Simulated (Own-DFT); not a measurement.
# Strain and stress in wurtzite GaN, 72 atoms (Ga36N36)

These are calculations, not measurements. They come from Own-DFT, an in-house plane-wave density functional program, since retired, whose code no person has reviewed. Each row is one single-point run on a periodic cell that was not relaxed, without spin or spin-orbit coupling.

Settings of every run: PBE; PseudoDojo norm-conserving scalar-relativistic files (stringent for Ga); cutoff 96 hartree; 4 x 4 x 3 k mesh centred on Gamma; Gaussian smearing of 0.01 eV.

Known limits: forces not confirmed at this smearing and k mesh; stress not checked against mesh or cutoff.

Unstrained cell vectors in Å: (9.567, 0.000, 0.000); (-4.783, 8.285, 0.000); (0.000, 0.000, 10.370). The unstrained cell has measured lattice constants (interpolated for alloys), not those of this functional. That, the random moves and any unrelaxed bonds set the pressure at no strain. Each run strains this cell uniformly, with the atoms carried along. Every atom was also moved at random, by a Gaussian of width 0.05 Å on each axis. Strain is the symmetric tensor, in per cent. Stress is positive in tension, and the pressure is minus a third of its trace.

| run | e_xx (%) | e_yy (%) | e_zz (%) | e_yz (%) | e_xz (%) | e_xy (%) | s_xx (GPa) | s_yy (GPa) | s_zz (GPa) | s_yz (GPa) | s_xz (GPa) | s_xy (GPa) | P (GPa) | E (meV/atom) |
|---|---|---|---|---|---|---|---|---|---|---|---|---|---|---|
| 1 | -1.34 | 0.70 | -1.85 | 0.26 | -1.77 | -1.10 | -12.81 | -6.28 | -19.77 | 0.63 | -3.88 | -3.46 | 12.95 | 43.3 |
| 2 | -0.98 | -1.57 | -0.39 | 1.26 | -1.37 | 0.23 | -14.07 | -14.97 | -11.43 | 3.04 | -3.40 | 1.16 | 13.49 | 32.1 |
| 3 | -1.27 | -1.82 | -0.65 | -1.40 | -1.46 | -0.31 | -16.81 | -16.33 | -13.29 | -2.96 | -2.38 | -0.50 | 15.48 | 45.5 |
| 4 | -1.45 | 1.78 | 1.12 | -1.72 | 1.37 | 0.94 | -9.30 | -1.41 | -1.81 | -4.30 | 2.87 | 2.62 | 4.18 | 3.2 |
| 5 | -0.20 | 1.56 | 1.72 | -0.84 | 1.59 | 1.64 | -5.23 | -0.48 | 1.07 | -1.29 | 2.17 | 4.64 | 1.55 | 7.2 |
| 6 | 1.96 | 0.74 | -1.74 | -0.99 | -1.96 | -1.12 | -0.45 | -2.79 | -14.26 | -1.99 | -3.89 | -3.13 | 5.83 | 21.2 |
| 7 | 1.79 | 0.74 | -1.08 | 0.35 | 1.59 | 0.44 | -0.30 | -2.38 | -10.27 | 1.00 | 2.57 | 2.40 | 4.32 | 5.9 |
| 8 | 0.80 | -0.70 | 1.13 | -0.67 | 1.91 | 0.56 | -4.17 | -8.82 | -2.81 | -2.60 | 4.17 | 2.28 | 5.27 | 19.2 |
| 9 | -1.43 | 1.45 | 0.86 | -1.28 | 0.45 | -0.07 | -10.86 | -2.03 | -4.43 | -2.60 | 0.57 | -0.41 | 5.77 | 13.3 |
| 10 | -0.49 | 1.75 | -1.14 | 1.87 | 0.58 | -0.67 | -7.08 | -2.77 | -11.98 | 4.59 | 2.11 | -3.96 | 7.28 | 21.0 |
| 11 | 0.72 | 1.58 | -0.48 | 0.34 | -1.10 | 1.10 | -1.22 | -1.67 | -9.53 | 0.14 | -2.40 | 2.55 | 4.14 | 25.9 |
| 12 | 1.60 | 0.76 | 0.04 | -1.26 | 1.12 | 0.79 | -0.84 | -2.86 | -4.39 | -3.42 | 2.51 | 2.83 | 2.70 | 0.0 |
| 13 | 0.44 | 1.22 | -1.42 | 1.51 | -0.04 | 1.27 | -6.71 | -3.09 | -12.49 | 3.34 | 0.09 | 3.68 | 7.43 | 34.0 |
| 14 | 1.99 | -1.38 | -1.58 | -1.42 | 1.70 | -2.00 | -1.47 | -11.92 | -14.83 | -2.25 | 3.82 | -6.06 | 9.41 | 29.3 |
| 15 | 0.17 | 1.39 | 1.35 | 0.86 | 0.92 | -1.95 | -4.49 | -2.72 | 0.60 | 2.34 | 2.77 | -6.38 | 2.20 | 7.4 |
| 16 | 0.89 | -1.22 | -0.56 | -0.39 | 1.39 | -0.78 | -5.72 | -10.33 | -10.23 | -1.04 | 2.66 | -2.48 | 8.76 | 12.4 |
| 17 | 0.39 | 0.21 | -0.51 | 1.91 | 0.03 | 1.34 | ? | ? | ? | ? | ? | ? | ? | ? |

E is the free energy for each atom above the lowest run shown.

## Worked fit

Each stress component was fitted by least squares to a constant and the strains of the runs shown, as fractions, with shears doubled. Shear strains stay in the fit of a normal stress only where such slopes are resolved. The slopes, in GPa:

| stress | at no strain | per e_xx | per e_yy | per e_zz | scatter |
|---|---|---|---|---|---|
| s_xx | -7.6 | 402 ± 20 | 145 ± 20 | 68 ± 22 | 0.95 |
| s_yy | -7.4 | 102 ± 17 | 381 ± 17 | 40 ± 19 | 0.81 |
| s_zz | -7.8 | 112 ± 20 | 71 ± 19 | 502 ± 22 | 0.93 |

Each shear stress against twice its own strain: yz 113 ± 7, xz 103 ± 8, xy 161 ± 8 GPa. These are stiffnesses along x, y and z of the frame in which the cell vectors are given, which need not be the crystal's axes. The atoms are held to the strained lattice; where symmetry lets them move under strain, relaxing them would lower some slopes. The table should be nearly symmetric about its diagonal, and what it lacks of that shows the noise. A ninth of its sum, 203 ± 4 GPa, estimates the bulk modulus near the mean pressure of these runs, 6.9 GPa, so it lies above the value at zero pressure.

## Withheld run

Question: what normal stresses and pressure should run 17 give?

The fit gives s_xx = -6.1, s_yy = -6.4, s_zz = -9.8 and P = 7.4 GPa. The calculation gave -6.97, -4.74, -9.15 and P = 6.95 GPa.
